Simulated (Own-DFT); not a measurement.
# Strain and stress in wurtzite GaN, 96 atoms (Ga48N48)

These are calculations, not measurements. The program, named Own-DFT, is a retired in-house plane-wave density functional code that no person has reviewed. Each row is one single-point run on a periodic cell that was not relaxed, without spin or spin-orbit coupling.

Settings of every run: PBE; PseudoDojo norm-conserving scalar-relativistic files (stringent for Ga); cutoff 96 hartree; 3 x 4 x 3 k mesh centred on Gamma; Gaussian smearing of 0.01 eV.

Known limits: forces on such cells passed a denser k mesh, each cell not checked; stress not checked against mesh or cutoff.

Unstrained cell vectors in Å: (12.756, 0.000, 0.000); (-4.784, 8.285, 0.000); (0.000, 0.000, 10.370). The unstrained cell has measured lattice constants (interpolated for alloys), not those of this functional. That, the random moves and any unrelaxed bonds set the pressure at no strain. Each run strains this cell uniformly, with the atoms carried along. Every atom was also moved at random, by a Gaussian of width 0.05 Å on each axis. Strain is the symmetric tensor, in per cent. Stress is positive in tension, and the pressure is minus a third of its trace.

```
run  e_xx (%)  e_yy (%)  e_zz (%)  s_xx (GPa)  s_yy (GPa)  s_zz (GPa)  P (GPa)  E (meV/atom)
  1      0.00      0.00      0.50       -5.86       -5.18       -6.98     6.00          10.3
  2      0.00      0.00      2.50       -5.32       -6.65        3.34     2.88          13.0
  3      0.00      0.00      0.25       -6.56       -6.41       -7.19     6.72          15.3
  4      0.00      0.00      2.25       -5.39       -5.10        1.68     2.94          10.6
  5      0.00      0.00     -1.00       -8.41       -7.23      -11.52     9.06          16.9
  6      0.00      0.00      3.00       -4.88       -3.75        4.78     1.28           0.0
  7      0.00      0.00     -2.00       -8.49       -9.35      -15.53    11.12          25.1
  8      0.00      0.00     -0.75       -7.53       -6.62      -12.11     8.75          27.6
  9      0.00      0.00      2.00           ?           ?           ?        ?             ?
```

E is the free energy for each atom above the lowest run shown.

## Worked fit

The change of volume is close to e_xx + e_yy + e_zz. A straight line through the runs shown gives P = 7.22 - 190 x (fractional change of volume) GPa, with an error of 5 on the slope and a scatter of 0.23 GPa. The strain isn't the same on all axes and the cell isn't cubic, so the slope belongs to this path and is not the bulk modulus.

## Withheld run

Question: what pressure should run 9 give? Its volume changes by 2.00 %.

The line gives 3.4 GPa. The calculation gave 3.65 GPa.
